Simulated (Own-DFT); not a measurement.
## Calculated data, SiC (2H silicon carbide, atoms displaced), SiC (4H silicon carbide, atoms displaced), GaN (wurtzite, strained, atoms displaced)

A calculation, not a measurement: plane-wave PBE density functional theory by an unreviewed code, no spin, of a simulated periodic cell, stress positive in tension, free energy of the whole cell less one offset for each atom, forces on such cells passed a denser k mesh, this cell's mesh not checked; offsets are fitted by least squares, one for each functional and potential file, so energies compare only between cells with the same atoms and settings and are not formation energies; the far tail of each file's local potential was reset to the Coulomb form; each entry is a single point on an unrelaxed cell, so the pressure reflects the starting lattice, mostly measured values (interpolated for alloys), from which strain is counted, and rises with the displacements; printed positions are rounded, which can move forces by about a meV/angstrom; the program, named Own-DFT, is a retired in-house code; no spin-orbit coupling. Program: Own-DFT development build.

Settings shared by all entries: functional PBE.

(1) SiC (2H silicon carbide, atoms displaced)

```xyz
32
Lattice="6.1654 0.0000 0.0000 -3.0827 5.3394 0.0000 0.0000 0.0000 10.0681" Properties=species:S:1:pos:R:3 SiC
Si     3.1390     5.1700    10.0455
Si    -0.0587     1.8650     2.3845
C     -0.0010     0.0384     2.1119
C     -0.1063     1.6338     4.3886
Si     0.0773     0.1512     5.0081
Si     0.0021     1.6673     7.5049
C      6.1261     0.0087     7.0150
C     -0.1339     1.8459     9.4406
Si    -1.5562     2.7339     0.0871
Si    -1.6485     4.3317     2.4680
C      4.4904     2.5603     1.9162
C     -1.7881     4.5588     4.3723
Si    -1.4048     2.5310     5.1752
Si    -1.5584     4.4285     7.5742
C      4.5740     2.6145     6.7909
C     -1.4353     4.5397     9.5531
Si     0.0978     5.1725     9.9935
Si     3.0372     1.6589     2.6565
C      0.0247     5.2967     1.7917
C      3.0769     1.8814     4.5496
Si    -0.0813     5.2452     4.8443
Si     3.0462     1.6729     7.4943
C     -0.0215     5.2902     6.7801
C      3.0757     1.6612     9.5598
Si     1.5620     2.5949     9.8539
Si     1.4890     4.3791     2.4901
C      1.7609     2.6449     1.8081
C      1.6885     4.2664     4.5587
Si     1.3886     2.6623     4.9971
Si     1.4682     4.4104     7.5322
C      1.4807     2.6461     6.9179
C      1.5647     4.5361     9.3016
```

```
potential files                   : PseudoDojo norm-conserving, scalar-relativistic, standard set
wave cutoff                       : 42 hartree
occupations                       : Fermi-Dirac
smearing width                    : 0.1 eV
hardware                          : one NVIDIA H100
k mesh                            : 5 x 5 x 3 centred on Gamma
free energy of cell above offsets : 4.869 eV
pressure                          : 8.82 GPa
stress xx                         : -7.47 GPa
stress yy                         : -10.07 GPa
stress zz                         : -8.93 GPa
stress yz                         : -0.29 GPa
stress xz                         : 1.91 GPa
stress xy                         : 3.83 GPa
wall time                         : 120.4 s
```

Force:
```
element  x (eV/Å)  y (eV/Å)  z (eV/Å)
     Si    -1.817     4.447     1.887
     Si      2.14    -1.387     1.107
      C    -1.305    -0.889    -4.286
      C     1.285     7.363    -3.057
     Si    -3.915    -6.534     4.474
     Si    -1.274      3.53     2.079
      C     0.668    -2.445    -1.906
      C     2.322    -1.677    -0.305
     Si    -1.057    -2.005    -1.355
     Si     1.095     1.691     1.623
      C     1.274     1.395     0.151
      C     7.422    -4.517    -1.659
     Si    -4.306     2.671    -6.341
     Si     0.452    -0.413     -1.28
      C     0.358     0.451     8.161
      C    -2.652    -3.478    -2.872
     Si     0.351     4.265     2.667
     Si     0.514     0.322    -0.772
      C    -0.932    -1.656     2.228
      C    -0.197    -3.028    -2.116
     Si     0.889     0.903     1.941
     Si     0.259     0.879     0.171
      C    -0.831    -0.597     1.643
      C     1.171     1.169    -3.379
     Si     -1.03     0.533     2.517
     Si     1.926     0.022      1.34
      C    -4.324     0.569    -0.223
      C    -3.102     5.427    -3.512
     Si     2.184    -3.081     1.824
     Si     0.475     0.462    -2.797
      C     0.185    -0.894     0.425
      C     1.773      -3.5     1.623
```

(2) SiC (4H silicon carbide, atoms displaced)

```xyz
32
Lattice="6.1654 0.0000 0.0000 -3.0827 5.3394 0.0000 0.0000 0.0000 10.0681" Properties=species:S:1:pos:R:3 SiC
Si     6.0065     0.0565     3.9982
Si     0.1457     1.5157     1.6701
C      3.0346     5.3358     0.9775
C     -0.0680     1.7659     3.4600
Si    -1.4981     2.6399     4.1286
Si    -1.6540     4.4202     1.5687
C     -1.4104     2.4947     1.0801
C     -1.5929     4.3772     3.2558
Si     3.0268     0.0088     4.0876
Si     2.9180     2.0233     1.5381
C      0.1670     5.2753     0.9954
C      3.0020     1.8509     3.3937
Si     1.5370     2.6277     4.2361
Si     1.5301     4.5075     1.6462
C      1.5468     2.5885     0.9637
C      1.4166     4.2605     3.5779
Si     0.0331     0.0664     9.2038
Si     3.0609     3.6178     6.5124
C     -3.0653     5.3163     5.8406
C      2.9969     3.4544     8.3513
Si    -1.4197     2.6127     9.1436
Si     4.5595     0.9107     6.6077
C     -1.5500     2.8077     5.8723
C      4.3839     1.0686     8.2928
Si     0.0885     5.3020     9.2345
Si    -0.0335     3.5907     6.5125
C      2.9998     0.1870     5.8974
C     -0.0096     3.4645     8.5224
Si     1.7238     2.6009     9.0684
Si     1.6574     0.8809     6.6219
C      1.4142     2.6157     5.7949
C      1.3907     0.8415     8.4557
```

```
potential files                   : PseudoDojo norm-conserving, scalar-relativistic, standard set
wave cutoff                       : 42 hartree
occupations                       : Fermi-Dirac
smearing width                    : 0.1 eV
hardware                          : one NVIDIA H100
k mesh                            : 5 x 5 x 3 centred on Gamma
free energy of cell above offsets : 6.330 eV
pressure                          : 11.81 GPa
stress xx                         : -9.95 GPa
stress yy                         : -6.59 GPa
stress zz                         : -18.89 GPa
stress yz                         : 0.42 GPa
stress xz                         : 1.84 GPa
stress xy                         : 0.9 GPa
wall time                         : 120.3 s
```

Force:
```
element  x (eV/Å)  y (eV/Å)  z (eV/Å)
     Si     1.827    -3.065     1.204
     Si    -1.795     7.284     0.406
      C     0.676    -3.749    -1.906
      C     1.578    -0.492     0.366
     Si    -2.646     1.314    -3.896
     Si     4.439    -2.201    -3.124
      C    -2.268     2.206    -2.908
      C    -0.389     1.538     6.272
     Si     -1.19      0.34    -2.838
     Si     9.628    -6.134     3.341
      C    -5.325     2.795    -1.442
      C     1.004    -1.269     1.835
     Si      0.21    -1.801    -9.763
     Si     0.119    -3.529     1.562
      C    -5.227     3.498     -3.59
      C     0.615     4.478    -2.098
     Si    -3.252    -2.398    -2.451
     Si    -0.641    -0.648    -0.589
      C    -0.768     1.454     2.083
      C     3.915     3.639     1.361
     Si    -2.625      0.66     1.273
     Si     1.963     0.656    -4.231
      C    -0.459    -1.806     2.166
      C     1.788    -2.911      4.97
     Si    -1.323    -0.618    -1.766
     Si     0.443     0.354     1.656
      C     3.796     -3.86    -0.124
      C     2.699     2.186    -1.521
     Si    -5.515    -0.948     1.553
     Si      -6.2     1.597     0.032
      C         1     0.717     11.44
      C     3.924     0.712     0.729
```

(3) GaN (wurtzite, strained, atoms displaced)

```xyz
96
Lattice="12.7560 0.0000 0.0000 -4.7835 8.2853 0.0000 0.0000 0.0000 10.6552" Properties=species:S:1:pos:R:3 GaN
Ga    -0.0195     1.8676     0.0579
Ga     1.6121     0.8873     2.6657
N      0.0632     1.8721     1.9951
N      1.5645     0.8550     4.6908
Ga    -0.0069     1.8757     5.4164
Ga     1.6448     0.8422     8.0509
N      0.0653     1.8504     7.3395
N      1.6081     0.9701     9.9985
Ga    -1.5766     4.6612     0.0418
Ga    -0.0121     3.6505     2.6690
N     -1.4914     4.6269     2.1202
N      0.0307     3.7611     4.7021
Ga    -1.5541     4.6299     5.2659
Ga    -0.0296     3.6298     8.0217
N     -1.6647     4.6036     7.3700
N      0.0010     3.6569    10.0054
Ga    -3.2635     7.4278     0.0725
Ga    -1.4897     6.4311     2.6155
N     -3.1525     7.4220     2.0250
N     -1.6453     6.4286     4.7475
Ga    -3.0885     7.3750     5.3091
Ga    -1.5763     6.4268     8.0292
N     -3.2197     7.4250     7.3780
N     -1.5510     6.4446    10.0011
Ga     3.1707     1.8428    10.6193
Ga     4.8060     0.9146     2.6574
N      3.2379     1.7411     2.0229
N      4.7760     0.9458     4.6230
Ga     3.2240     1.7777     5.3099
Ga     4.8394     0.9566     8.0123
N      3.2023     1.8953     7.3151
N      4.8046     0.9205     9.9631
Ga     1.5285     4.6765    10.6167
Ga     3.1027     3.6601     2.6017
N      1.5698     4.5717     2.0472
N      3.2147     3.7167     4.7013
Ga     1.5925     4.6485     5.3813
Ga     3.2239     3.6935     8.1001
N      1.6554     4.5965     7.3664
N      3.1862     3.6355     9.9474
Ga     0.0480     7.3268    10.5770
Ga     1.6372     6.3738     2.7875
N      0.0139     7.3685     2.0029
N      1.5916     6.4577     4.6295
Ga    -0.0224     7.3309     5.4331
Ga     1.6305     6.4754     8.0529
N      0.0589     7.2976     7.3203
N      1.5411     6.4070    10.1243
Ga     6.3870     1.8291    10.6218
Ga     8.0194     0.9807     2.5934
N      6.3443     1.7680     1.9784
N      7.9223     0.8886     4.7377
Ga     6.4452     1.8248     5.3142
Ga     7.9769     0.8512     7.9471
N      6.3909     1.8331     7.3943
N      7.9909     0.9133    10.0770
Ga     4.7758     4.6003     0.0213
Ga     6.3431     3.6414     2.7144
N      4.8141     4.5871     2.0035
N      6.3451     3.7264     4.6636
Ga     4.8306     4.6330     5.2905
Ga     6.3686     3.6976     7.9370
N      4.8045     4.5530     7.3643
N      6.3584     3.6737     9.9500
Ga     3.1807     7.3388    10.6454
Ga     4.8435     6.4339     2.6268
N      3.1789     7.3246     2.0208
N      4.8725     6.4288     4.7167
Ga     3.1785     7.3261     5.2819
Ga     4.7505     6.4503     7.9397
N      3.2246     7.3131     7.3976
N      4.8201     6.4238    10.0418
Ga     9.6691     1.8462     0.0390
Ga    11.1950     0.9199     2.7331
N      9.5440     1.9502     2.1770
N     11.1335     0.9140     4.7199
Ga     9.6273     1.7607     5.3462
Ga    11.0955     0.9584     8.0198
N      9.7362     1.9017     7.4558
N     11.1460     0.9479    10.0269
Ga     7.9199     4.6115    10.6325
Ga     9.5330     3.6500     2.6874
N      7.9385     4.5396     2.0478
N      9.5327     3.6458     4.6793
Ga     8.0038     4.6054     5.3378
Ga     9.4645     3.6610     7.9509
N      8.0068     4.7524     7.2939
N      9.6215     3.6635     9.9679
Ga     6.4272     7.3747     0.0135
Ga     7.9867     6.4089     2.6953
N      6.4155     7.4370     1.9210
N      7.9794     6.4378     4.7133
Ga     6.3593     7.3615     5.3742
Ga     8.0003     6.4223     7.9682
N      6.4293     7.3239     7.3347
N      7.9825     6.4593    10.0508
```

```
potential files                   : PseudoDojo norm-conserving, scalar-relativistic, standard set with the stringent files for Ga
wave cutoff                       : 96 hartree
occupations                       : Gaussian
smearing width                    : 0.01 eV
k mesh                            : 3 x 4 x 3 centred on Gamma
free energy of cell above offsets : -5.310 eV
pressure                          : 2.25 GPa
stress xx                         : -4.7 GPa
stress yy                         : -6.21 GPa
stress zz                         : 4.16 GPa
stress yz                         : -0.39 GPa
stress xz                         : -0.01 GPa
stress xy                         : 1.42 GPa
```

Force:
```
element  x (eV/Å)  y (eV/Å)  z (eV/Å)
     Ga     0.465    -0.179    -0.649
     Ga     0.231     0.833     0.899
      N    -0.898    -0.784     0.579
      N     0.087     1.535    -0.569
     Ga     0.611    -0.182    -0.553
     Ga    -0.061       2.2    -0.398
      N    -0.713    -0.711     0.588
      N    -0.824    -0.717     0.322
     Ga    -0.238    -0.842    -0.126
     Ga      1.02     0.126      1.01
      N    -2.139    -0.645    -1.498
      N    -0.108    -1.348      -0.5
     Ga    -1.236    -0.902     1.486
     Ga     0.137     1.028    -0.272
      N     0.828    -0.155    -0.672
      N    -0.268     0.582     0.159
     Ga     1.381    -0.316    -0.448
     Ga    -1.015     1.023     0.993
      N     -0.34    -1.952    -0.142
      N     2.063     0.137    -1.501
     Ga    -2.512    -0.041     1.253
     Ga    -0.596    -0.122     -0.24
      N     1.114     -1.69    -0.771
      N    -0.932      0.54     0.148
     Ga     0.773    -0.386     0.942
     Ga     -0.02    -0.944     0.339
      N    -1.005     1.576    -0.906
      N     0.904    -1.005     0.809
     Ga    -0.785     1.498     0.477
     Ga    -1.477    -0.432    -0.328
      N     0.355    -1.217     0.368
      N    -0.197    -0.344     0.131
     Ga     0.721    -2.939     1.267
     Ga     1.607    -0.619     1.256
      N    -0.191     0.488    -1.134
      N    -0.545    -0.368    -0.765
     Ga     1.034    -0.746     0.254
     Ga    -0.263    -0.365    -2.226
      N    -0.811     0.589     0.368
      N    -0.236     1.194     2.096
     Ga    -1.789     1.736     1.919
     Ga    -0.616     0.883    -2.374
      N      1.03    -0.335    -0.331
      N    -0.297    -0.027     2.009
     Ga     0.253     0.667    -1.699
     Ga    -0.393    -1.493    -0.016
      N    -0.369      1.05     1.098
      N     2.046     1.234    -2.441
     Ga    -0.035     0.276     0.458
     Ga    -1.462    -1.591     0.799
      N     1.001     1.211    -0.045
      N     1.831    -0.189    -0.783
     Ga    -1.941     0.818     0.497
     Ga     0.711     1.294     1.269
      N     1.192     0.156    -1.283
      N     0.462    -0.166    -0.948
     Ga     0.118    -0.318    -0.172
     Ga     0.103    -0.332      -0.5
      N    -0.688    -0.108    -0.109
      N     1.349    -1.171     0.312
     Ga    -1.262    -0.934     1.116
     Ga     0.693     0.252     0.776
      N    -0.404     1.136    -0.833
      N      0.21     0.049      0.09
     Ga     0.616     0.143     0.951
     Ga    -0.385     0.279     0.206
      N      0.67     0.479     0.165
      N    -1.502     0.756     -1.13
     Ga     0.484    -0.063     0.376
     Ga     2.136    -1.294     1.315
      N    -0.981     0.865    -1.355
      N    -0.507     0.394    -0.808
     Ga    -1.871     0.667     0.347
     Ga    -0.009     0.392    -0.267
      N     1.669    -2.954    -2.367
      N     1.451    -0.356    -0.653
     Ga    -1.593     1.516     0.545
     Ga     3.754    -2.042     0.941
      N    -4.338    -0.482    -2.664
      N     1.173    -0.783    -0.288
     Ga     0.848    -0.697     0.537
     Ga     0.549     2.938     1.062
      N     0.185     0.832    -0.751
      N     0.764    -0.166     0.272
     Ga    -0.326     0.251    -0.385
     Ga     1.256     1.547      0.98
      N    -0.756     -3.48    -0.197
      N    -0.856     0.582      0.76
     Ga    -0.857     0.126     -0.61
     Ga     0.137     0.317     0.169
      N    -0.028    -0.587     1.663
      N     0.174     0.428    -0.666
     Ga     1.492    -0.024     0.209
     Ga      0.05     2.105     1.299
      N    -1.192     1.076     0.408
      N     0.131    -0.262     -0.92
```
